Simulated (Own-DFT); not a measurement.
# Response to strain: wurtzite AlGaN with randomly placed atoms, 72 atoms (Al9Ga27N36)

All numbers below are calculated, not measured. The program, named Own-DFT, is a retired in-house plane-wave density functional code that no person has reviewed. Each row is one single-point run on a periodic cell that was not relaxed, without spin or spin-orbit coupling.

Settings of every run: PBE; PseudoDojo norm-conserving scalar-relativistic files (stringent for Ga); cutoff 96 hartree; 4 x 4 x 3 k mesh centred on Gamma; Gaussian smearing of 0.01 eV.

Known limits: forces on such cells passed a denser k mesh, each cell not checked; stress not checked against mesh or cutoff.

Unstrained cell vectors in Å: (9.509, 0.000, 0.000); (-4.755, 8.235, 0.000); (0.000, 0.000, 10.268). The unstrained cell has measured lattice constants (interpolated for alloys), not those of this functional. That, the random moves and any unrelaxed bonds set the pressure at no strain. Each run strains this cell uniformly, with the atoms carried along. Every atom was also moved at random, by a Gaussian of width 0.05 Å on each axis. The random placing of the alloy's atoms differs from row to row. Strain is the symmetric tensor, in per cent. Stress is positive in tension, and the pressure is minus a third of its trace.

| run | e_xx (%) | e_yy (%) | e_zz (%) | s_xx (GPa) | s_yy (GPa) | s_zz (GPa) | P (GPa) | E (meV/atom) |
|---|---|---|---|---|---|---|---|---|
| 1 | -2.25 | -2.25 | 0.00 | -21.15 | -23.02 | -10.20 | 18.12 | 72.6 |
| 2 | 2.25 | 2.25 | 0.00 | 5.75 | 4.45 | -6.33 | -1.29 | 0.0 |
| 3 | -2.50 | -2.50 | 0.00 | -21.87 | -22.99 | -10.95 | 18.60 | 60.9 |
| 4 | 1.75 | 1.75 | 0.00 | 1.32 | 0.50 | -3.60 | 0.59 | 13.9 |
| 5 | 2.75 | 2.75 | 0.00 | 5.47 | 6.07 | -3.24 | -2.77 | 7.6 |
| 6 | 0.75 | 0.75 | 0.00 | -1.63 | -2.33 | -7.68 | 3.88 | 0.8 |
| 7 | -0.50 | -0.50 | 0.00 | -10.01 | -8.62 | -7.91 | 8.85 | 11.6 |
| 8 | 2.50 | 2.50 | 0.00 | 5.81 | 4.28 | -4.03 | -2.02 | 8.1 |
| 9 | -0.25 | -0.25 | 0.00 | ? | ? | ? | ? | ? |

E is the free energy for each atom above the lowest run shown.

## Worked fit

The change of volume is close to e_xx + e_yy + e_zz. A straight line through the runs shown gives P = 8.04 - 207 x (fractional change of volume) GPa, with an error of 8 on the slope and a scatter of 0.85 GPa. The strain isn't the same on all axes and the cell isn't cubic, so the slope belongs to this path and is not the bulk modulus.

## Withheld run

Question: what pressure should run 9 give? Its volume changes by -0.50 %.

The line gives 9.1 GPa. The calculation gave 8.78 GPa.
